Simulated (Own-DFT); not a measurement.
# Which defects push the lattice out? zincblende GaAs

The numbers are computed, not measured, by runs of the plane-wave DFT program Own-DFT (in-house, retired, unreviewed) at fixed positions, with no spin and no spin-orbit coupling.

All runs used: PBE; PseudoDojo norm-conserving scalar-relativistic files; cutoff 42 hartree; 3 x 3 x 3 k mesh centred on Gamma; Fermi-Dirac smearing of 0.1 eV.

Limits (not all hold for every row): not probed for a lower state with spin; forces not confirmed at this smearing and k mesh; stress not checked against mesh or cutoff.

All runs share one cell, with vectors in Å (11.737, 0.000, 0.000); (0.000, 11.737, 0.000); (0.000, 0.000, 10.833) and a volume of 1492.4 Å³, strained against the parent crystal. The atoms are randomly displaced, by u rms on each axis. The defect's site can differ from row to row.

| cell | formula | u (Å) | P (GPa) |
|---|---|---|---|
| no defect | As32Ga32 | 0.0293 | 1.24 |
| no defect | As32Ga32 | 0.0313 | 1.28 |
| no defect | As32Ga32 | 0.0490 | 1.58 |
| one Al on a Ga site | AlAs32Ga31 | 0.0310 | 1.25 |
| one Al on a Ga site | AlAs32Ga31 | 0.0484 | 1.52 |
| one Al on a Ga site | AlAs32Ga31 | 0.0485 | 1.59 |
| one As vacancy and one Ga vacancy | As31Ga31 | 0.0272 | 0.89 |
| one As vacancy and one Ga vacancy | As31Ga31 | 0.0274 | ? |
| one As vacancy and one Ga vacancy | As31Ga31 | 0.0497 | 1.20 |
| one As vacancy and one Ga vacancy | As31Ga31 | 0.0510 | 1.25 |

## Worked fit

P = P0 + c u² + a shift for each defect gives P0 = 1.08 GPa, c = 203 ± 12 GPa/Å² and a scatter of 0.03 GPa. The shifts, and each times the cell's volume:

- one Al on a Ga site: -0.01 ± 0.02 GPa, -0.1 eV (not resolved)
- one As vacancy and one Ga vacancy: -0.36 ± 0.02 GPa, -3.3 eV

A positive shift means that the defect pushes the cell outwards. Shift times volume (160.2 GPa Å³ is 1 eV) depends little on the cell's size, so, taken for each site, it can be compared between cells at like pressure. The atoms around the defects weren't relaxed, which would change these numbers.

## Check

The question: what pressure belongs in the blank (one As vacancy and one Ga vacancy, u = 0.0274 Å)?

Estimate: 0.88 ± 0.03 GPa. The run itself gave 0.86 GPa.
